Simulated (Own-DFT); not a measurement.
# Strain and stress in C40 NbSi2, 36 atoms (Nb12Si24)

Calculated results; nothing here was measured. They come from Own-DFT, an in-house plane-wave density functional program, since retired, whose code no person has reviewed. Each row is one single-point run on a periodic cell that was not relaxed, without spin or spin-orbit coupling.

Settings of every run: PBEsol; PseudoDojo norm-conserving scalar-relativistic files, made for PBE; cutoff 42 hartree; 4 x 4 x 5 k mesh centred on Gamma; cold (Marzari-Vanderbilt) smearing of 0.2 eV.

Known limits: forces on such cells failed a check on a denser k mesh; stress not checked against mesh or cutoff.

Unstrained cell vectors in Å: (0.000, 8.324, 0.000); (-9.613, 0.000, 0.000); (0.000, 0.000, 6.586). The unstrained cell was taken from the Materials Project. The random moves and any unrelaxed bonds add to the pressure at no strain. Each run strains this cell uniformly, with the atoms carried along. Every atom was also moved at random, by a Gaussian of width 0.05 Å on each axis. Strain is the symmetric tensor, in per cent. Stress is positive in tension, and the pressure is minus a third of its trace.

```
run  e_xx (%)  e_yy (%)  e_zz (%)  e_yz (%)  e_xz (%)  e_xy (%)  s_xx (GPa)  s_yy (GPa)  s_zz (GPa)  s_yz (GPa)  s_xz (GPa)  s_xy (GPa)  P (GPa)  E (meV/atom)
  1      0.55     -0.97      0.80     -1.92      1.42     -1.68        1.50       -1.78        2.10       -6.05        3.76       -4.82    -0.61          53.3
  2     -0.35      1.83      1.65     -1.97      1.75      1.71        2.05        7.77        7.57       -5.34        4.34        4.76    -5.80          46.2
  3      1.17     -1.12     -0.76     -0.07     -1.54     -1.09        4.72       -2.74       -3.71       -0.09       -5.31       -2.76     0.58          11.8
  4      0.07     -0.54     -1.68     -0.37      1.81     -1.64        0.27       -1.85       -9.30       -0.12        6.70       -5.01     3.63          21.7
  5     -0.62     -1.60     -0.25     -1.85      1.55      0.21       -3.16       -5.40       -3.14       -6.52        4.19        0.50     3.90          24.6
  6     -0.34     -1.05     -0.59      0.00      0.78     -0.23       -0.89       -2.68       -3.95        0.16        3.06       -0.49     2.51           0.0
  7     -1.01     -0.71     -1.68      0.44     -1.42      0.06       -4.37       -3.26       -9.59        1.49       -4.61        0.20     5.74          11.6
  8      1.38     -1.07      0.48     -1.04      0.30      0.95        5.57       -1.43        1.60       -3.32        1.16        3.00    -1.91          24.0
  9     -0.76     -0.32     -0.12     -1.00      0.20     -1.92       -3.02       -0.12       -1.73       -2.63        0.88       -5.73     1.62          21.3
 10     -1.47     -0.51      1.72      0.11      1.28      1.17       -4.09       -0.26        6.40        0.02        3.01        3.58    -0.68          21.2
 11      0.88      0.44      1.57      0.37      0.51     -1.51        5.02        5.00        7.59        0.64        1.85       -4.23    -5.87          20.3
 12     -1.52      0.67      0.21     -0.98     -1.73     -0.14       -4.63        2.28       -0.29       -3.57       -5.46       -1.04     0.88          34.1
 13      1.09      0.25      0.47      0.05     -1.21     -0.79        5.31        3.71        3.05        0.39       -3.24       -2.14    -4.02          12.1
 14      0.01      1.42      0.33     -1.90      0.03     -1.69        2.42        6.26        2.14       -5.94        0.46       -4.66    -3.61          26.1
 15      1.90     -0.79      0.37      1.85      1.31     -1.72        6.71        0.36        1.71        5.98        3.76       -4.99    -2.92          32.1
 16      0.36      1.83      0.28      0.06     -0.41      1.21           ?           ?           ?           ?           ?           ?        ?             ?
```

E is the free energy for each atom above the lowest run shown.

## Worked fit

Each stress component was fitted by least squares to a constant and the strains of the runs shown, as fractions, with shears doubled. Shear strains stay in the fit of a normal stress only where such slopes are resolved. The slopes, in GPa:

| stress | at no strain | per e_xx | per e_yy | per e_zz | scatter |
|---|---|---|---|---|---|
| s_xx | 0.8 | 377 ± 14 | 93 ± 17 | 30 ± 16 | 0.55 |
| s_yy | 1.2 | 77 ± 12 | 346 ± 14 | 71 ± 13 | 0.45 |
| s_zz | -0.6 | 65 ± 11 | 65 ± 13 | 465 ± 12 | 0.43 |

Each shear stress against twice its own strain: yz 159 ± 6, xz 157 ± 7, xy 146 ± 4 GPa. These are stiffnesses along x, y and z of the frame in which the cell vectors are given, which need not be the crystal's axes. The atoms are held to the strained lattice; where symmetry lets them move under strain, relaxing them would lower some slopes. The table should be nearly symmetric about its diagonal, and what it lacks of that shows the noise. A ninth of its sum, 176 ± 5 GPa, estimates the bulk modulus near the mean pressure of these runs, -0.4 GPa.

## Withheld run

Question: what normal stresses and pressure should run 16 give?

The fit gives s_xx = 4.0, s_yy = 8.0, s_zz = 2.1 and P = -4.7 GPa. The calculation gave 3.89, 7.75, 2.91 and P = -4.85 GPa.
